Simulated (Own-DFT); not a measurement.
# Strain and stress in wurtzite GaN, 72 atoms (Ga36N36)

All numbers below are calculated, not measured. The program, named Own-DFT, is a retired in-house plane-wave density functional code that no person has reviewed. Each row is one single-point run on a periodic cell that was not relaxed, without spin or spin-orbit coupling.

Settings of every run: PBE; PseudoDojo norm-conserving scalar-relativistic files (stringent for Ga); cutoff 96 hartree; 4 x 4 x 3 k mesh centred on Gamma; Gaussian smearing of 0.01 eV.

Known limits: forces not confirmed at this smearing and k mesh; stress not checked against mesh or cutoff.

Unstrained cell vectors in Å: (9.567, 0.000, 0.000); (-4.784, 8.285, 0.000); (0.000, 0.000, 10.370). The unstrained cell has measured lattice constants (interpolated for alloys), not those of this functional. That, the random moves and any unrelaxed bonds set the pressure at no strain. Each run strains this cell uniformly, with the atoms carried along. Every atom was also moved at random, by a Gaussian of width 0.05 Å on each axis. Strain is the symmetric tensor, in per cent. Stress is positive in tension, and the pressure is minus a third of its trace.

| run | e_xx (%) | e_yy (%) | e_zz (%) | s_xx (GPa) | s_yy (GPa) | s_zz (GPa) | P (GPa) | E (meV/atom) |
|---|---|---|---|---|---|---|---|---|
| 1 | 0.00 | 0.00 | -1.00 | -8.30 | -7.03 | -11.71 | 9.02 | 7.3 |
| 2 | 0.00 | 0.00 | -1.50 | -6.78 | -8.31 | -15.41 | 10.17 | 18.2 |
| 3 | 0.00 | 0.00 | 1.00 | -8.53 | -4.60 | -2.48 | 5.20 | 1.9 |
| 4 | 0.00 | 0.00 | 3.00 | -5.86 | -3.87 | 4.81 | 1.64 | 0.0 |
| 5 | 0.00 | 0.00 | 1.25 | -5.28 | -7.49 | -1.32 | 4.70 | 2.8 |
| 6 | 0.00 | 0.00 | -1.75 | -9.51 | -7.99 | -15.22 | 10.91 | 23.0 |
| 7 | 0.00 | 0.00 | 2.50 | -4.50 | -5.72 | 2.72 | 2.50 | 3.1 |
| 8 | 0.00 | 0.00 | 2.00 | -3.51 | -6.92 | -0.03 | 3.49 | 3.8 |
| 9 | 0.00 | 0.00 | 0.50 | ? | ? | ? | ? | ? |

E is the free energy for each atom above the lowest run shown.

## Worked fit

The change of volume is close to e_xx + e_yy + e_zz. A straight line through the runs shown gives P = 7.28 - 193 x (fractional change of volume) GPa, with an error of 4 on the slope and a scatter of 0.17 GPa. The strain isn't the same on all axes and the cell isn't cubic, so the slope belongs to this path and is not the bulk modulus.

## Withheld run

Question: what pressure should run 9 give? Its volume changes by 0.50 %.

The line gives 6.3 GPa. The calculation gave 6.60 GPa.
